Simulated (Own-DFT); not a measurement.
# Computed records: Si$_{2}$SnGe$_{13}$ (diamond-structure random alloy, atoms displaced)

Computed with Own-DFT development build. A calculation, not a measurement: plane-wave density functional theory by an unreviewed code, no spin, of a simulated periodic cell, stress positive in tension, run twice, with PBE and with PBEsol, both on files made for PBE, so the change isn't that of files made for PBEsol, forces on such cells moved up to 12 meV/angstrom on a denser k mesh; the far tail of each file's local potential was reset to the Coulomb form; each entry is a single point on an unrelaxed cell, so the pressure reflects the starting lattice, mostly measured values (interpolated for alloys), from which strain is counted, and rises with the displacements; printed positions are rounded, which can move forces by about a meV/angstrom; the program, named Own-DFT, is a retired in-house code; no spin-orbit coupling; stress was not checked against mesh or cutoff.

Common to all runs: functional PBE, then PBEsol; potential files PseudoDojo norm-conserving, scalar-relativistic, standard set; wave cutoff 49 hartree; occupations Fermi-Dirac; smearing width 0.1 eV; k mesh 3 x 3 x 3 centred on Gamma.

(1) Si$_{2}$SnGe$_{13}$ (diamond-structure random alloy, atoms displaced)

```
Si2SnGe13
1.0
     11.3631     0.0000     0.0000
      0.0000    11.3631     0.0000
      0.0000     0.0000    11.3631
Si Ge Si Sn Ge Si Ge Si Sn Ge Sn Ge Si Ge Sn Ge Si Ge Si Ge
1 9 1 1 11 2 5 1 1 6 1 5 1 8 1 1 1 4 1 3
Direct
  0.99287 0.00340 0.00063
  0.00106 0.24593 0.23905
  0.25981 0.00265 0.25530
  0.24516 0.24375 0.98567
  0.11639 0.12842 0.11809
  0.11565 0.38295 0.37618
  0.37235 0.13083 0.36352
  0.36037 0.38449 0.12518
  0.98916 0.99857 0.51092
  0.99148 0.24809 0.75901
  0.24643 0.99923 0.74832
  0.24133 0.25104 0.48408
  0.11822 0.11775 0.62834
  0.12545 0.38065 0.85764
  0.37590 0.13426 0.86889
  0.37567 0.38361 0.63079
  0.99697 0.50119 0.99637
  0.00378 0.74713 0.24656
  0.24446 0.49371 0.24672
  0.25296 0.73514 0.99943
  0.12740 0.62244 0.13700
  0.14095 0.87798 0.37296
  0.36409 0.61954 0.36768
  0.38046 0.87752 0.11642
  0.00199 0.49139 0.49868
  0.99928 0.73499 0.74795
  0.24430 0.50529 0.76055
  0.24428 0.74901 0.50712
  0.12032 0.62054 0.63184
  0.12400 0.85834 0.87092
  0.37214 0.61958 0.88244
  0.37102 0.87375 0.63664
  0.49797 0.98936 0.99863
  0.50582 0.24743 0.24800
  0.76022 0.99299 0.25001
  0.74748 0.25710 0.00636
  0.62578 0.11844 0.12512
  0.62146 0.37052 0.37508
  0.87706 0.12146 0.37428
  0.86460 0.37955 0.11450
  0.50975 0.99998 0.50462
  0.50814 0.24510 0.74757
  0.74974 0.00517 0.75401
  0.76259 0.25783 0.50779
  0.62880 0.13291 0.61899
  0.60997 0.37203 0.87506
  0.88092 0.12954 0.88684
  0.87588 0.36809 0.63008
  0.49045 0.50316 0.99240
  0.50189 0.74684 0.24805
  0.75555 0.50007 0.26378
  0.74214 0.76101 0.00252
  0.63533 0.62115 0.12431
  0.61470 0.88389 0.37819
  0.87417 0.61863 0.37208
  0.87014 0.87108 0.11634
  0.50678 0.49325 0.50209
  0.49586 0.75557 0.74566
  0.74498 0.48027 0.75592
  0.73865 0.75237 0.49743
  0.61837 0.61759 0.63357
  0.62508 0.86921 0.87286
  0.87297 0.62874 0.86782
  0.87647 0.87581 0.63190
```

- PBE pressure: 5.08 GPa
- PBE stress xx: -5.09 GPa
- PBE stress yy: -5.12 GPa
- PBE stress zz: -5.04 GPa
- PBE stress yz: -0.69 GPa
- PBE stress xz: 0.52 GPa
- PBE stress xy: 0.22 GPa
- PBEsol pressure: 2.24 GPa
- PBEsol stress xx: -2.25 GPa
- PBEsol stress yy: -2.29 GPa
- PBEsol stress zz: -2.19 GPa
- PBEsol stress yz: -0.66 GPa
- PBEsol stress xz: 0.48 GPa
- PBEsol stress xy: 0.24 GPa
- rms change of force components from PBE to PBEsol: 0.052 eV/Å

Force:
```csv
force element,PBE force x (eV/Å),PBE force y (eV/Å),PBE force z (eV/Å),PBEsol force x (eV/Å),PBEsol force y (eV/Å),PBEsol force z (eV/Å)
Si,0.739,-1.748,0.205,0.752,-1.659,0.172
Ge,-0.423,2.116,0.11,-0.401,2.037,0.103
Ge,-0.547,-0.601,-2.516,-0.541,-0.557,-2.38
Ge,-0.413,1.382,0.921,-0.394,1.342,0.887
Ge,1.419,-1.302,-0.194,1.387,-1.202,-0.158
Ge,-0.83,-0.088,-2.208,-0.742,-0.135,-2.195
Ge,2.255,-0.761,0.785,2.169,-0.736,0.741
Ge,1.61,-2.108,-1.335,1.55,-2.023,-1.293
Ge,2.173,-1.164,-0.315,2.106,-1.112,-0.279
Ge,1.249,-0.182,-0.962,1.205,-0.166,-0.934
Si,-1.285,1.252,1.894,-1.264,1.23,1.856
Sn,0.584,-0.136,2.72,0.562,-0.132,2.626
Ge,-0.058,0.338,0.481,-0.11,0.345,0.425
Ge,-1.339,-1.331,2.188,-1.299,-1.287,2.117
Ge,0.177,-2.036,-0.096,0.187,-1.932,-0.072
Ge,-0.13,-0.67,-0.001,-0.108,-0.642,-0.01
Ge,0.553,0.335,-0.053,0.525,0.321,-0.055
Ge,-0.648,1.094,0.462,-0.588,1.003,0.461
Ge,-0.59,0.582,1.406,-0.572,0.583,1.356
Ge,-0.155,1.364,0.95,-0.218,1.323,0.931
Ge,-0.482,-0.212,-1.825,-0.459,-0.207,-1.763
Ge,-2.029,-0.185,0.727,-1.951,-0.186,0.71
Ge,1.062,0.335,1.054,1.023,0.324,1.01
Si,-1.124,-1.311,1.194,-1.096,-1.285,1.173
Si,-1.156,1.286,1.17,-1.131,1.258,1.145
Ge,-0.514,1.741,-0.202,-0.486,1.68,-0.184
Ge,1.837,0.771,-1.336,1.726,0.703,-1.323
Ge,-0.169,-1.271,-1.13,-0.166,-1.224,-1.102
Ge,0.365,-0.755,-1.638,0.378,-0.693,-1.537
Ge,0.061,1.409,0.559,0.054,1.298,0.529
Si,0.156,1.166,-1.68,0.142,1.14,-1.643
Sn,-0.516,1.566,-2.409,-0.442,1.46,-2.385
Ge,0.266,1.492,-0.8,0.317,1.478,-0.81
Ge,-0.809,0.495,-0.882,-0.785,0.46,-0.829
Ge,-1.007,-0.494,-1.874,-1.022,-0.438,-1.779
Ge,-1.294,-1.212,-1.062,-1.238,-1.173,-1.021
Ge,0.389,-0.203,-0.217,0.381,-0.183,-0.206
Ge,0.988,-0.044,0.494,0.959,-0.027,0.486
Sn,0.21,1.035,0.094,0.204,0.999,0.097
Ge,1.313,0.541,1.698,1.269,0.51,1.636
Ge,-2.704,3.421,1.876,-2.641,3.275,1.784
Ge,-0.901,0.268,-0.95,-0.913,0.311,-0.857
Ge,-0.035,0.334,-0.139,-0.003,0.28,-0.112
Ge,-2.311,-0.666,-0.975,-2.207,-0.619,-0.955
Si,0.602,-0.553,0.361,0.59,-0.54,0.348
Ge,0.861,-0.358,0.885,0.847,-0.347,0.84
Ge,-1.555,-0.186,-0.097,-1.536,-0.12,-0.143
Ge,1.038,1.366,0.212,0.962,1.272,0.234
Ge,0.876,-0.368,1.56,0.887,-0.413,1.544
Ge,-1.319,-0.567,-1.157,-1.255,-0.569,-1.097
Ge,-1.163,-1.245,-1.833,-1.12,-1.197,-1.786
Ge,0.906,-1.523,-0.446,0.823,-1.511,-0.473
Ge,-0.837,-0.163,0.172,-0.815,-0.132,0.171
Sn,1.57,-1.553,-2.433,1.541,-1.518,-2.355
Ge,1.177,1.513,1.806,1.1,1.474,1.704
Si,1.285,0.678,0.693,1.212,0.63,0.713
Ge,-0.966,1.191,-0.115,-0.965,1.102,-0.132
Ge,1.974,-3.534,2.501,1.912,-3.366,2.435
Ge,0.014,1.956,-0.398,0.031,1.863,-0.364
Ge,1.468,-1.691,1.85,1.44,-1.608,1.77
Si,0.823,0.28,-0.533,0.801,0.273,-0.526
Ge,-0.431,0.965,-0.533,-0.421,0.939,-0.499
Ge,-1.297,-0.902,1.268,-1.226,-0.881,1.222
Ge,-0.964,-1.151,0.049,-0.927,-1.093,0.034
```

(2) Si$_{2}$SnGe$_{13}$ (diamond-structure random alloy, atoms displaced)

```
Si2SnGe13
1.0
     11.3631     0.0000     0.0000
      0.0000    11.3631     0.0000
      0.0000     0.0000    11.3631
Ge Si Ge Si Ge Sn Ge Sn Ge Sn Ge Sn Ge Si Ge Si Ge Si Ge Si Ge Si Ge
1 1 1 2 1 1 7 1 4 1 1 1 16 1 3 1 7 1 1 1 2 1 8
Direct
  0.99730 0.98717 0.01860
  0.01280 0.24805 0.24693
  0.25171 0.99536 0.25863
  0.23927 0.25076 0.99489
  0.12094 0.13235 0.12630
  0.12243 0.36341 0.36906
  0.37977 0.11971 0.38110
  0.36960 0.37735 0.12806
  0.00269 0.00164 0.49503
  0.00020 0.24578 0.76254
  0.25911 0.99538 0.73871
  0.24380 0.25951 0.48693
  0.12869 0.12913 0.60931
  0.12380 0.37469 0.88406
  0.37402 0.11109 0.87430
  0.38126 0.36677 0.61944
  0.00474 0.50028 0.00517
  0.98359 0.75040 0.24442
  0.25271 0.48365 0.26300
  0.25220 0.75822 0.01516
  0.11943 0.62279 0.10971
  0.11824 0.87024 0.37376
  0.38990 0.63730 0.38030
  0.38339 0.87932 0.12578
  0.01634 0.49999 0.51232
  0.00729 0.75171 0.74710
  0.26194 0.50455 0.74752
  0.25762 0.74690 0.48567
  0.12163 0.62859 0.61572
  0.11518 0.87576 0.86908
  0.37433 0.62707 0.87766
  0.37317 0.88052 0.63799
  0.50044 0.99077 0.00431
  0.49877 0.25949 0.24965
  0.74187 0.00068 0.25849
  0.74634 0.24290 0.00847
  0.61551 0.13259 0.11407
  0.62081 0.37680 0.37591
  0.85793 0.13405 0.37368
  0.86072 0.38266 0.13234
  0.48991 0.00114 0.48525
  0.50174 0.25236 0.75696
  0.75203 0.99744 0.75326
  0.75255 0.26010 0.49081
  0.63009 0.12670 0.62119
  0.62204 0.38277 0.88525
  0.87863 0.11901 0.87191
  0.86792 0.38035 0.62643
  0.48378 0.50443 0.00154
  0.49533 0.75223 0.25005
  0.74928 0.49288 0.24981
  0.73282 0.75157 0.99805
  0.62383 0.63927 0.13357
  0.62722 0.87259 0.37601
  0.87675 0.62970 0.37816
  0.86958 0.86577 0.14070
  0.50199 0.51021 0.49394
  0.48895 0.74792 0.75019
  0.75981 0.49915 0.75760
  0.74914 0.74711 0.51111
  0.62310 0.61951 0.62039
  0.61873 0.86664 0.86109
  0.88509 0.63272 0.88110
  0.86867 0.87134 0.61447
```

* PBE pressure: 5.56 GPa
* PBE stress xx: -5.61 GPa
* PBE stress yy: -5.92 GPa
* PBE stress zz: -5.15 GPa
* PBE stress yz: -0.28 GPa
* PBE stress xz: -0.37 GPa
* PBE stress xy: -0.24 GPa
* PBEsol pressure: 2.71 GPa
* PBEsol stress xx: -2.76 GPa
* PBEsol stress yy: -3.06 GPa
* PBEsol stress zz: -2.31 GPa
* PBEsol stress yz: -0.26 GPa
* PBEsol stress xz: -0.36 GPa
* PBEsol stress xy: -0.19 GPa
* rms change of force components from PBE to PBEsol: 0.055 eV/Å

Force:
```csv
force element,PBE force x (eV/Å),PBE force y (eV/Å),PBE force z (eV/Å),PBEsol force x (eV/Å),PBEsol force y (eV/Å),PBEsol force z (eV/Å)
Ge,-0.305,0.883,-0.623,-0.283,0.854,-0.669
Si,-3.149,-0.237,0.035,-3.1,-0.156,0.079
Ge,-0.366,0.889,-2.769,-0.323,0.836,-2.655
Si,0.631,-0.5,1.585,0.651,-0.449,1.515
Si,1.133,-1.195,-0.477,1.13,-1.265,-0.492
Ge,-1.122,1.703,0.41,-0.995,1.689,0.451
Sn,-2.835,4.13,-3.07,-2.775,4.01,-2.993
Ge,-0.494,-0.9,-0.957,-0.454,-0.836,-0.887
Ge,-2.49,1.563,0.778,-2.378,1.483,0.779
Ge,0.4,0.543,-1.818,0.38,0.523,-1.745
Ge,-4.287,1.11,0.55,-4.124,1.06,0.53
Ge,1.045,-0.603,1.898,1.004,-0.597,1.838
Ge,-0.145,-0.047,1.637,-0.133,-0.06,1.57
Ge,0.334,0.672,-1.285,0.271,0.686,-1.266
Sn,-0.301,1.8,0.878,-0.256,1.711,0.809
Ge,-0.375,0.978,0.004,-0.374,0.961,0.01
Ge,-2,-1.128,-0.779,-1.917,-1.066,-0.763
Ge,1.531,-2.081,-0.02,1.526,-2.066,0.052
Ge,-0.058,2.573,-0.66,-0.048,2.45,-0.653
Sn,-0.59,-0.054,-2.457,-0.568,-0.07,-2.396
Ge,0.085,-0.38,3.833,0.059,-0.368,3.69
Sn,-0.089,-0.733,-0.874,-0.069,-0.699,-0.85
Ge,-1.311,-1.773,-1.199,-1.266,-1.703,-1.148
Ge,-0.036,0.977,2.188,-0.033,0.939,2.128
Ge,-2.409,-1.573,-2.095,-2.335,-1.502,-2.013
Ge,-1.439,-0.201,-0.808,-1.389,-0.199,-0.772
Ge,-1.241,-0.636,-0.424,-1.194,-0.602,-0.402
Ge,-0.107,0.355,2.791,-0.104,0.335,2.703
Ge,2.642,0.93,1.561,2.551,0.885,1.505
Ge,1.186,1.217,0.517,1.144,1.164,0.498
Ge,-0.381,0.071,-0.327,-0.358,0.053,-0.324
Ge,1.466,-2.015,-3.564,1.41,-1.943,-3.44
Ge,1.699,-0.11,-0.579,1.63,-0.104,-0.558
Ge,0.335,-0.442,-0.762,0.328,-0.423,-0.738
Ge,0.409,0.671,-1.334,0.338,0.623,-1.274
Ge,1.163,1.087,-1.672,1.1,1.059,-1.608
Ge,-0.245,-1.248,1.958,-0.231,-1.201,1.892
Ge,0.359,0.766,-0.664,0.322,0.71,-0.619
Si,2.539,-0.713,-0.773,2.445,-0.716,-0.737
Ge,2.293,-1.562,-0.953,2.243,-1.543,-0.993
Ge,4.535,-4.051,5.081,4.415,-3.938,4.938
Ge,1.113,0.144,-0.87,1.079,0.136,-0.857
Si,-0.226,-0.074,-0.964,-0.223,-0.071,-0.946
Ge,-0.503,-0.252,1.256,-0.541,-0.201,1.261
Ge,-0.266,-0.289,0.163,-0.286,-0.243,0.135
Ge,0.265,-0.303,-0.084,0.243,-0.303,-0.089
Ge,-0.682,-0.771,1.616,-0.627,-0.701,1.59
Ge,1.498,-0.742,-0.022,1.443,-0.704,-0.018
Ge,1.907,0.276,1.035,1.819,0.244,0.973
Ge,1.335,0.652,-0.249,1.256,0.668,-0.195
Si,-1.291,2.471,1.3,-1.243,2.386,1.3
Ge,1.675,0.157,0.473,1.627,0.169,0.396
Si,-0.212,-2.288,-0.329,-0.236,-2.198,-0.345
Ge,-0.609,-0.451,0.635,-0.607,-0.417,0.601
Ge,-0.428,-1.586,0.323,-0.394,-1.489,0.325
Si,-2.113,1.719,-1.933,-2.071,1.683,-1.897
Ge,-0.062,-1.651,0.696,-0.047,-1.588,0.671
Ge,0.864,-0.87,-0.813,0.834,-0.821,-0.769
Ge,-1.114,0.901,0.356,-1.075,0.864,0.331
Ge,-0.75,-0.526,-1.661,-0.711,-0.504,-1.611
Ge,0.401,0.282,1.807,0.387,0.285,1.724
Ge,0.5,1.251,0.679,0.444,1.167,0.704
Ge,-0.629,-0.233,-0.063,-0.606,-0.242,-0.073
Ge,1.322,1.444,1.888,1.298,1.358,1.796
```

(3) Si$_{2}$SnGe$_{13}$ (diamond-structure random alloy, atoms displaced)

```
Si2SnGe13
1.0
     11.3631     0.0000     0.0000
      0.0000    11.3631     0.0000
      0.0000     0.0000    11.3631
Ge Si Ge Si Ge Si Ge Si Ge Si Ge Sn Si Ge Sn Ge Si Ge Sn Ge Si Ge Sn Ge
3 1 7 1 2 1 3 1 7 1 2 1 1 7 1 2 1 4 1 1 1 7 1 7
Direct
  0.00271 0.00401 0.00607
  0.99371 0.24307 0.23552
  0.24988 0.00235 0.23700
  0.25458 0.22841 0.00723
  0.11888 0.11976 0.13190
  0.12135 0.36726 0.37920
  0.37564 0.13008 0.38293
  0.37118 0.38548 0.12107
  0.99556 0.99769 0.49097
  0.99377 0.25081 0.74952
  0.24360 0.00194 0.74783
  0.25253 0.24139 0.50677
  0.12556 0.13083 0.62380
  0.11426 0.36412 0.87302
  0.37352 0.12127 0.87416
  0.37057 0.37968 0.61363
  0.00503 0.50119 0.00056
  0.00668 0.74748 0.24866
  0.25130 0.49604 0.25165
  0.25849 0.74371 0.00354
  0.11848 0.61173 0.13038
  0.10755 0.87818 0.35848
  0.38260 0.62065 0.39164
  0.38033 0.88007 0.12528
  0.00276 0.49774 0.50773
  0.00374 0.74629 0.75641
  0.26039 0.50273 0.75398
  0.26236 0.75003 0.50807
  0.11394 0.62326 0.62981
  0.12047 0.86770 0.88540
  0.37228 0.62148 0.86897
  0.36739 0.86458 0.63851
  0.49962 0.00121 0.99358
  0.50351 0.24447 0.25551
  0.75082 0.98911 0.25504
  0.76208 0.23323 0.00360
  0.62800 0.12716 0.11576
  0.63265 0.38107 0.37585
  0.86795 0.12729 0.36462
  0.87203 0.37706 0.12596
  0.49560 0.99210 0.49615
  0.50193 0.25470 0.73290
  0.73700 0.00336 0.75003
  0.74418 0.25013 0.51050
  0.62237 0.13497 0.63147
  0.62655 0.37162 0.87258
  0.86632 0.11211 0.87556
  0.86574 0.36885 0.62053
  0.51060 0.49632 0.99923
  0.50048 0.75475 0.24451
  0.74331 0.49915 0.24815
  0.74135 0.73846 0.00427
  0.62748 0.62906 0.12699
  0.63243 0.88327 0.36771
  0.87234 0.60915 0.36795
  0.88265 0.88264 0.12717
  0.50175 0.49451 0.48794
  0.49095 0.74959 0.75082
  0.74380 0.50153 0.74221
  0.75168 0.74833 0.51671
  0.63227 0.62467 0.63051
  0.62238 0.88324 0.87058
  0.88135 0.62950 0.88216
  0.87723 0.87947 0.63491
```

- PBE pressure: 5.49 GPa
- PBE stress xx: -5.59 GPa
- PBE stress yy: -5.57 GPa
- PBE stress zz: -5.31 GPa
- PBE stress yz: -0.55 GPa
- PBE stress xz: 0.59 GPa
- PBE stress xy: 0.32 GPa
- PBEsol pressure: 2.64 GPa
- PBEsol stress xx: -2.74 GPa
- PBEsol stress yy: -2.71 GPa
- PBEsol stress zz: -2.46 GPa
- PBEsol stress yz: -0.52 GPa
- PBEsol stress xz: 0.55 GPa
- PBEsol stress xy: 0.3 GPa
- rms change of force components from PBE to PBEsol: 0.052 eV/Å

Force:
```csv
force element,PBE force x (eV/Å),PBE force y (eV/Å),PBE force z (eV/Å),PBEsol force x (eV/Å),PBEsol force y (eV/Å),PBEsol force z (eV/Å)
Ge,-0.213,-0.308,0.699,-0.216,-0.314,0.7
Ge,1.034,2.158,0.7,0.992,2.074,0.678
Ge,0.2,-0.259,2.067,0.168,-0.254,1.985
Si,-0.491,1.654,-0.576,-0.527,1.644,-0.502
Ge,1.05,0.672,-1.236,0.975,0.613,-1.175
Ge,0.796,-0.251,-0.417,0.727,-0.231,-0.395
Ge,-0.368,-0.888,-0.642,-0.301,-0.891,-0.656
Ge,0.523,-1.382,-0.061,0.528,-1.364,-0.038
Ge,0.626,0.046,1.518,0.603,0.037,1.455
Ge,-0.222,-0.179,-0.98,-0.207,-0.168,-0.948
Ge,0.555,0.384,0.445,0.516,0.334,0.403
Si,-0.54,1.161,-0.724,-0.527,1.138,-0.712
Ge,-0.642,-0.749,-0.232,-0.651,-0.763,-0.178
Ge,2.44,0.585,0.814,2.296,0.569,0.783
Si,0.32,0.645,-0.96,0.334,0.56,-0.962
Ge,-0.867,-1.185,1.783,-0.795,-1.118,1.69
Ge,-0.9,-1.021,-0.471,-0.879,-0.979,-0.45
Ge,-1.986,-1.392,-0.746,-1.917,-1.332,-0.728
Si,-0.339,0.291,1.034,-0.332,0.279,1.011
Ge,0.312,-1.152,0.837,0.265,-1.072,0.827
Ge,1.904,0.926,0.314,1.797,0.93,0.27
Ge,2.972,0.393,1.664,2.848,0.389,1.59
Ge,-3.107,3.07,-4.158,-3,3.003,-3.999
Ge,-0.208,-0.42,-0.789,-0.202,-0.407,-0.767
Ge,-0.939,-0.792,-1.003,-0.921,-0.774,-0.977
Ge,-1.68,-0.237,-1.096,-1.634,-0.239,-1.052
Si,-1.895,-0.994,-0.584,-1.909,-1.025,-0.641
Ge,-2.61,-0.31,-1.168,-2.488,-0.32,-1.101
Ge,2.3,0.023,0.104,2.192,0.043,0.089
Sn,1.433,0.756,-0.034,1.391,0.733,-0.039
Si,1.218,-0.069,1.437,1.219,0.032,1.437
Ge,0.464,1.968,-0.809,0.445,1.883,-0.789
Ge,-0.132,0.521,0.193,-0.083,0.463,0.216
Ge,0.037,1.081,-0.783,0.042,1.041,-0.746
Ge,-0.209,0.834,-3.049,-0.188,0.803,-2.945
Ge,-1.838,3.708,1.076,-1.793,3.58,1.057
Ge,-0.769,-1.118,1.487,-0.737,-1.082,1.43
Ge,0.9,-2.895,-1.246,0.865,-2.8,-1.206
Sn,-0.266,0.599,1.7,-0.251,0.56,1.642
Ge,0.046,0.131,-0.831,0.053,0.106,-0.803
Ge,0.244,0.244,0.95,0.243,0.252,0.896
Si,-1.634,0.656,2.358,-1.566,0.667,2.275
Ge,-0.172,-1.155,-1.771,-0.161,-1.121,-1.698
Ge,-0.257,0.127,-1.444,-0.243,0.142,-1.39
Ge,-0.656,-1.718,-1.24,-0.566,-1.694,-1.239
Ge,0.04,-0.612,0.008,0.092,-0.581,-0.014
Sn,2.291,-0.073,-1.151,2.218,-0.057,-1.101
Ge,1.092,1.213,0.854,1.045,1.174,0.827
Si,-1.01,0.646,-0.428,-0.952,0.603,-0.391
Ge,0.037,-0.375,1.46,0.057,-0.349,1.408
Ge,0.513,-0.213,-0.56,0.512,-0.208,-0.522
Ge,1.702,2.472,-1.189,1.66,2.377,-1.148
Ge,-1.598,-1.257,0.229,-1.511,-1.182,0.242
Ge,-1.588,-2.423,2.092,-1.547,-2.33,2.011
Ge,0.733,1.698,1.317,0.709,1.633,1.275
Ge,-0.896,-1.633,-0.074,-0.86,-1.561,-0.052
Sn,2.072,-0.29,3.108,2.009,-0.285,3.019
Ge,1.473,-0.815,0.839,1.443,-0.741,0.772
Ge,1.714,-0.788,1.939,1.648,-0.773,1.861
Ge,0.649,0.501,-2.023,0.624,0.476,-1.941
Ge,-2.008,0.871,-0.267,-1.922,0.843,-0.26
Ge,-0.485,-2.024,0.669,-0.485,-1.941,0.645
Ge,-1.161,-0.888,-0.607,-1.115,-0.851,-0.584
Ge,-0.006,-0.17,-0.343,-0.023,-0.177,-0.343
```
